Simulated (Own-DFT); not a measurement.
# Computed records: GaP (zincblende, strongly disordered by large displacements), InAs (zincblende, strongly disordered by large displacements)

Computed with Own-DFT development build. A calculation, not a measurement: plane-wave PBE density functional theory by an unreviewed code, no spin, of a simulated periodic cell, stress positive in tension, free energy of the whole cell less one offset for each atom, forces on such cells passed a denser k mesh, this cell's mesh not checked; broken bonds can close the gap or carry spin, so checks made on this kind of crystal may not hold here; offsets are fitted by least squares, one for each functional and potential file, so energies compare only between cells with the same atoms and settings and are not formation energies; the far tail of each file's local potential was reset to the Coulomb form; each entry is a single point on an unrelaxed cell, so the pressure reflects the starting lattice, mostly measured values (interpolated for alloys), from which strain is counted, and rises with the displacements; printed positions are rounded, which can move forces by about a meV/angstrom; the program, named Own-DFT, is a retired in-house code; no spin-orbit coupling.

Common to all runs: functional PBE; potential files PseudoDojo norm-conserving, scalar-relativistic, standard set; wave cutoff 42 hartree; occupations Fermi-Dirac; smearing width 0.1 eV; k mesh 3 x 3 x 3 centred on Gamma.

(1) GaP (zincblende, strongly disordered by large displacements)

```
cell vectors (Å)
  10.9010     0.0000     0.0000
   0.0000    10.9010     0.0000
   0.0000     0.0000    10.9010
atoms (fractions of the cell vectors)
Ga  0.01404  0.97827  0.97267
Ga  0.99173  0.24336  0.27642
Ga  0.26403  0.01160  0.21921
Ga  0.25312  0.25915  0.02414
P   0.09661  0.13524  0.14234
P   0.12582  0.37972  0.37897
P   0.37166  0.14625  0.36891
P   0.36501  0.37054  0.09202
Ga  0.99478  0.96083  0.49090
Ga  0.02577  0.30429  0.76260
Ga  0.24666  0.00456  0.73723
Ga  0.26423  0.22463  0.51887
P   0.14190  0.11067  0.60716
P   0.13739  0.37529  0.89040
P   0.35613  0.11248  0.88783
P   0.36228  0.35278  0.61053
Ga  0.00111  0.47891  0.01357
Ga  0.01266  0.77487  0.22120
Ga  0.25926  0.48108  0.23736
Ga  0.23745  0.75005  0.99229
P   0.11387  0.63726  0.12967
P   0.13368  0.88222  0.39383
P   0.37763  0.63619  0.36424
P   0.37055  0.85681  0.12373
Ga  0.97523  0.48573  0.50237
Ga  0.01346  0.76305  0.73908
Ga  0.23903  0.52832  0.74314
Ga  0.26048  0.72853  0.50117
P   0.10521  0.60379  0.61066
P   0.09595  0.87030  0.86776
P   0.38493  0.62871  0.88633
P   0.37335  0.87741  0.63738
Ga  0.49749  0.00639  0.00117
Ga  0.48322  0.23935  0.27800
Ga  0.73711  0.01875  0.24773
Ga  0.77550  0.23950  0.01252
P   0.59448  0.16204  0.10827
P   0.61768  0.36212  0.36683
P   0.90319  0.10358  0.38817
P   0.86122  0.38468  0.09895
Ga  0.48795  0.99831  0.48341
Ga  0.51360  0.26252  0.78400
Ga  0.75199  0.97740  0.76713
Ga  0.72094  0.25337  0.48552
P   0.61641  0.11667  0.62555
P   0.62853  0.35703  0.86907
P   0.84013  0.14849  0.86998
P   0.86549  0.35203  0.63231
Ga  0.53191  0.50098  0.99982
Ga  0.51245  0.73113  0.23854
Ga  0.76417  0.48044  0.26274
Ga  0.77031  0.74773  0.97783
P   0.64396  0.62636  0.10954
P   0.64159  0.89665  0.32553
P   0.82891  0.62868  0.39804
P   0.86120  0.88825  0.14700
Ga  0.49323  0.48108  0.51588
Ga  0.46285  0.76333  0.75275
Ga  0.73751  0.48938  0.74040
Ga  0.75791  0.77393  0.50922
P   0.63756  0.61964  0.66678
P   0.64562  0.89101  0.91415
P   0.90797  0.59639  0.88849
P   0.91116  0.89385  0.62469
```

It was run with hardware one NVIDIA H100.

Results for GaP (zincblende, strongly disordered by large displacements): free energy of cell above offsets 2.204 eV; pressure 10.47 GPa; stress xx -10.06 GPa; stress yy -10.89 GPa; stress zz -10.45 GPa; stress yz -0.41 GPa; stress xz 1.3 GPa; stress xy -2.17 GPa; wall time 596 s.

Force:
```csv
element,x (eV/Å),y (eV/Å),z (eV/Å)
Ga,-6.478,7.766,7.42
Ga,0.296,2.078,-0.351
Ga,-1.239,0.279,1.578
Ga,-6.511,-7.608,-3.613
P,2.513,-1.587,-3.074
P,-0.127,-0.541,0.178
P,-5.779,-7.133,3.28
P,7.324,6.565,5.233
Ga,3.478,5.144,-4.417
Ga,-3.546,-3.999,-3.509
Ga,-0.095,-0.232,2.116
Ga,-1.662,0.361,-3.185
P,-4.273,-0.267,1.379
P,2.94,2.516,1.888
P,0.53,1.163,-0.542
P,2.466,3.795,4.569
Ga,3.753,1.631,0.327
Ga,-0.88,1.327,3.232
Ga,-0.826,1.501,0.588
Ga,-0.077,-0.239,0.151
P,1.771,-3.073,-1.092
P,3.56,-2.608,-3.726
P,1.011,-2.712,0.21
P,0.677,0.971,-0.617
Ga,-1.057,-0.045,-1.099
Ga,-1.558,-5.008,-1.895
Ga,1.459,-1.893,1.185
Ga,-1.7,1.359,0.682
P,0.989,2.574,0.388
P,8.332,-3.228,-3.058
P,-1.427,-0.56,-0.378
P,-1.515,1.281,-4.268
Ga,-0.833,-0.413,0.892
Ga,5.617,4.852,-6.848
Ga,4.662,7.523,-3.656
Ga,-4.195,0.03,2.457
P,1.223,-0.756,1.587
P,-0.785,3.111,-0.954
P,-4.332,1.592,-0.527
P,-0.36,-0.201,5.024
Ga,1.33,0.073,0.12
Ga,-7.649,-6.583,-6.21
Ga,0.274,2.125,-1.89
Ga,2.858,-3.42,2.958
P,-0.075,-0.248,0.263
P,6.193,5.853,5.285
P,4.594,-3.488,-4.407
P,-0.027,0.655,-0.844
Ga,-1.442,-1.193,-0.93
Ga,0.459,1.235,-0.322
Ga,-1.01,1.223,-0.805
Ga,1.401,-1.209,1.716
P,0.66,-0.22,1.577
P,-6.331,-7.16,6.682
P,3.066,-2.134,-1.743
P,1.049,-0.841,-3.234
Ga,0.888,1.633,-0.749
Ga,4.39,-2.673,2.861
Ga,4.455,-3.864,3.098
Ga,-1.541,0.96,1.028
P,-4.808,5.612,-4.052
P,-1.731,-1.052,-1.761
P,-2.838,3.03,-3.536
P,-7.51,-3.629,7.34
```

(2) InAs (zincblende, strongly disordered by large displacements)

```
cell vectors (Å)
  12.1166     0.0000     0.0000
   0.0000    12.1166     0.0000
   0.0000     0.0000    12.1166
atoms (fractions of the cell vectors)
In  0.00872  0.00653  0.01138
In  0.99516  0.23606  0.27523
In  0.23411  0.99240  0.27348
In  0.25472  0.21998  0.98612
As  0.13874  0.12603  0.12649
As  0.14233  0.36745  0.41095
As  0.34592  0.12305  0.36974
As  0.38072  0.36405  0.10347
In  0.00007  0.00381  0.51668
In  0.98668  0.25562  0.72899
In  0.23225  0.01079  0.75381
In  0.23924  0.22278  0.48189
As  0.11789  0.11248  0.61611
As  0.07761  0.35883  0.91035
As  0.37074  0.12874  0.86696
As  0.37327  0.34548  0.63778
In  0.98799  0.50472  0.01259
In  0.97153  0.73701  0.23586
In  0.23585  0.48550  0.25182
In  0.25205  0.74588  0.01046
As  0.11124  0.63592  0.12513
As  0.12692  0.89476  0.37963
As  0.34248  0.62130  0.37166
As  0.35701  0.90380  0.14050
In  0.98942  0.48892  0.49785
In  0.00815  0.74775  0.76473
In  0.26233  0.48815  0.75760
In  0.22655  0.75926  0.50002
As  0.10953  0.58534  0.63373
As  0.12546  0.88618  0.89249
As  0.36492  0.62390  0.86291
As  0.36339  0.87269  0.61096
In  0.49089  0.00992  0.99134
In  0.50229  0.23979  0.28627
In  0.75265  0.02218  0.23542
In  0.73385  0.25745  0.98318
As  0.61233  0.11691  0.10634
As  0.63068  0.37143  0.36954
As  0.87510  0.13447  0.36830
As  0.82542  0.40951  0.13246
In  0.50204  0.99271  0.53538
In  0.48454  0.21725  0.72407
In  0.76861  0.01159  0.74074
In  0.73237  0.24457  0.47909
As  0.61941  0.12606  0.64803
As  0.61505  0.38329  0.84839
As  0.87578  0.10913  0.84270
As  0.89117  0.36716  0.62934
In  0.50758  0.48907  0.02431
In  0.50581  0.73588  0.22497
In  0.72302  0.49785  0.25520
In  0.75097  0.72375  0.00678
As  0.59927  0.61949  0.10724
As  0.62957  0.85443  0.39934
As  0.84090  0.60341  0.35025
As  0.86795  0.88211  0.14344
In  0.51022  0.48968  0.52127
In  0.48386  0.75175  0.76874
In  0.73122  0.51872  0.72977
In  0.72397  0.75155  0.51246
As  0.60733  0.64247  0.60802
As  0.61951  0.86892  0.87984
As  0.86913  0.63911  0.90111
As  0.88332  0.86764  0.62905
```

Settings of this run: hardware one NVIDIA H200.

It finds free energy of cell above offsets -0.350 eV; pressure 9.38 GPa; stress xx -9.88 GPa; stress yy -10.06 GPa; stress zz -8.21 GPa; stress yz -0.56 GPa; stress xz 0.81 GPa; stress xy -0.59 GPa; wall time 1280 s.

Force:
```csv
element,x (eV/Å),y (eV/Å),z (eV/Å)
In,-1.654,0.124,0.003
In,4.012,4.196,-3.417
In,1.756,2.349,-4.07
In,-2.008,3.571,1.652
As,-1.271,0.08,1.601
As,-2.778,2.653,-2.914
As,5.334,-1.625,-0.989
As,-1.97,-1.618,2.409
In,-2.492,-2.093,-2.654
In,4.182,-4.167,4.506
In,0.919,-1.52,-0.102
In,-0.131,0.474,4.725
As,1.481,3.224,2.189
As,2.392,-1.669,-1.952
As,1.134,-2.043,-1.572
As,-2.016,2.536,-2.628
In,-0.997,0.426,1
In,0.539,-0.004,1.785
In,0.217,-0.277,-0.992
In,0.439,0.893,-0.197
As,1.043,-1.293,0.348
As,-5.301,-3.894,2.755
As,2.001,0.292,0.364
As,1.966,-2.105,-1.721
In,-0.804,0.556,-1.725
In,0.142,-0.316,0.026
In,-1.793,-1.511,-0.21
In,-0.043,-1.901,0.328
As,0.857,2.584,0.6
As,0.54,-1.253,-0.872
As,0.071,-0.435,2.732
As,-0.967,-0.58,2.582
In,-0.918,-2.263,-0.341
In,-1.286,-0.705,-2.614
In,-1.223,-0.581,1.006
In,0.667,0.155,-0.136
As,1.013,2.099,1.928
As,-2.546,0.688,1.679
As,-3.041,-3.667,3.267
As,4.275,-4.398,-4.22
In,0.744,0.224,-2.284
In,-1.588,2.774,4.003
In,-4.38,-5.087,-2.938
In,1.702,-0.896,2.843
As,4.907,-2.43,-3.915
As,-0.733,-0.524,0.613
As,4.202,4.468,5.98
As,-6.264,4.089,-3.911
In,-2.12,-3.254,-5.233
In,-3.029,2.964,3.491
In,-4.421,1.593,-0.94
In,-3.73,4.495,3.125
As,4.701,2.365,1.712
As,-3.757,5.053,-5.448
As,3.839,3.533,4.327
As,-0.211,0.025,-2.24
In,-2.157,-1.216,-1.46
In,0.619,1.324,-1.742
In,1.376,-0.459,0.885
In,7.104,-1.021,0.969
As,-2.104,-1.632,3.672
As,0.822,0.522,0.04
As,3.564,-3.075,-5.319
As,-0.828,-0.818,-0.389
```

(3) InAs (zincblende, strongly disordered by large displacements)

```
cell vectors (Å)
  12.1166     0.0000     0.0000
   0.0000    12.1166     0.0000
   0.0000     0.0000    12.1166
atoms (fractions of the cell vectors)
In  0.97132  0.96611  0.94984
In  0.01088  0.24499  0.28841
In  0.24098  0.03869  0.27375
In  0.27463  0.28491  0.97290
As  0.10858  0.07109  0.14775
As  0.10797  0.41120  0.37941
As  0.36944  0.13782  0.41613
As  0.38699  0.37111  0.09247
In  0.00296  0.04889  0.48755
In  0.03989  0.23989  0.75334
In  0.23890  0.01668  0.75913
In  0.20734  0.26833  0.54974
As  0.08937  0.08275  0.66921
As  0.12716  0.36677  0.89080
As  0.38410  0.09526  0.89360
As  0.36293  0.35077  0.61438
In  0.01774  0.51745  0.95412
In  0.04627  0.77180  0.20064
In  0.23836  0.51542  0.26951
In  0.25047  0.72671  0.99636
As  0.13900  0.57718  0.09923
As  0.13855  0.85067  0.41578
As  0.38432  0.60382  0.38301
As  0.39744  0.86906  0.11222
In  0.00478  0.52177  0.48446
In  0.99938  0.75213  0.75062
In  0.30273  0.50130  0.74372
In  0.30507  0.77002  0.41886
As  0.08863  0.59323  0.63628
As  0.08994  0.91101  0.80911
As  0.36594  0.60600  0.89281
As  0.32028  0.93587  0.61069
In  0.49088  0.99480  0.00904
In  0.50397  0.31236  0.22770
In  0.73496  0.01968  0.25509
In  0.72854  0.25850  0.02828
As  0.64647  0.12293  0.12864
As  0.62698  0.37826  0.35477
As  0.83917  0.07646  0.40038
As  0.80108  0.41851  0.08446
In  0.53385  0.01398  0.47576
In  0.51160  0.22579  0.75307
In  0.76048  0.94464  0.75076
In  0.73394  0.22416  0.50230
As  0.66431  0.13070  0.64928
As  0.61413  0.34884  0.91234
As  0.85907  0.14603  0.86174
As  0.90331  0.40936  0.61514
In  0.48094  0.48700  0.97877
In  0.49903  0.69872  0.22868
In  0.76357  0.49728  0.25052
In  0.76454  0.74625  0.02010
As  0.62310  0.59982  0.11749
As  0.60837  0.85923  0.40034
As  0.87350  0.62156  0.39445
As  0.86665  0.86868  0.14351
In  0.49733  0.49746  0.48441
In  0.46349  0.77105  0.80632
In  0.76314  0.48242  0.75196
In  0.75267  0.75539  0.45225
As  0.64094  0.60265  0.67051
As  0.62882  0.84666  0.84161
As  0.87321  0.61655  0.88723
As  0.90144  0.86628  0.61880
```

It was run with hardware one NVIDIA H200.

Results for InAs (zincblende, strongly disordered by large displacements): free energy of cell above offsets 22.288 eV; pressure 13.34 GPa; stress xx -15.22 GPa; stress yy -12.35 GPa; stress zz -12.46 GPa; stress yz -0.27 GPa; stress xz -2.86 GPa; stress xy 2.73 GPa; wall time 1294 s.

Force:
```csv
element,x (eV/Å),y (eV/Å),z (eV/Å)
In,-2.443,2.003,3.333
In,-0.528,-1.339,-1.182
In,3.174,-1.192,2.77
In,0.075,-5.002,-0.776
As,-3.183,1.607,-2.922
As,2.441,-4.446,-1.398
As,-0.161,0.765,-0.667
As,-2.427,0.934,4.291
In,3.245,-1.738,0.656
In,-3.211,4.298,1.461
In,5.755,1.626,4.369
In,-3.629,-2.209,-2.19
As,-1.921,-1.019,-3.757
As,-0.909,0.373,-2.494
As,-2.61,3.909,-2.958
As,4.797,1.626,1.345
In,-0.042,-1.499,1.143
In,0.614,-0.472,1.243
In,0.804,-0.689,-1.449
In,-1.299,2.932,1.224
As,0.264,1.831,1.737
As,-4.157,1.962,-0.932
As,-0.733,-0.14,-2.635
As,-2.99,-3.414,3.023
In,-1.132,0.967,0.317
In,-1.01,-4.302,-0.082
In,-2.614,-1.072,-2.262
In,1.716,2.305,1.781
As,3.308,1.25,4.034
As,0.705,-1.427,1.188
As,-0.311,2.649,-1.487
As,3.48,-3.001,-3.886
In,5.336,0.19,0.517
In,-0.125,-3.84,0.543
In,-0.109,-4.113,-0.2
In,3.379,-4.062,-1.027
As,-5.183,-0.861,-0.72
As,1.863,0.235,3.692
As,-0.376,1.974,0.599
As,4.422,2.494,-2.029
In,-1.807,3.346,2.866
In,-0.895,0.573,0.722
In,2.456,3.182,-1.734
In,1.276,3.714,-2.633
As,-1.629,-2.969,2.271
As,-1.82,1.741,-5.335
As,-0.147,-0.624,0.566
As,-0.477,-3.335,1.551
In,4.868,0.927,0.157
In,-1.038,2.724,0.867
In,0.311,1.938,3.525
In,-1.632,-0.81,-0.941
As,1.429,-0.695,-1.775
As,-2.129,-1.044,-4.023
As,-0.956,0.377,-4.246
As,0.499,1.409,-0.198
In,3.847,-2.917,4.262
In,-3.517,-1.091,-2.567
In,1.047,-2.262,1.887
In,1.937,-0.147,3.817
As,-3.609,2.744,-2.714
As,1.465,-0.013,4.204
As,-2.309,2.519,-1.893
As,-1.446,0.619,-2.846
```
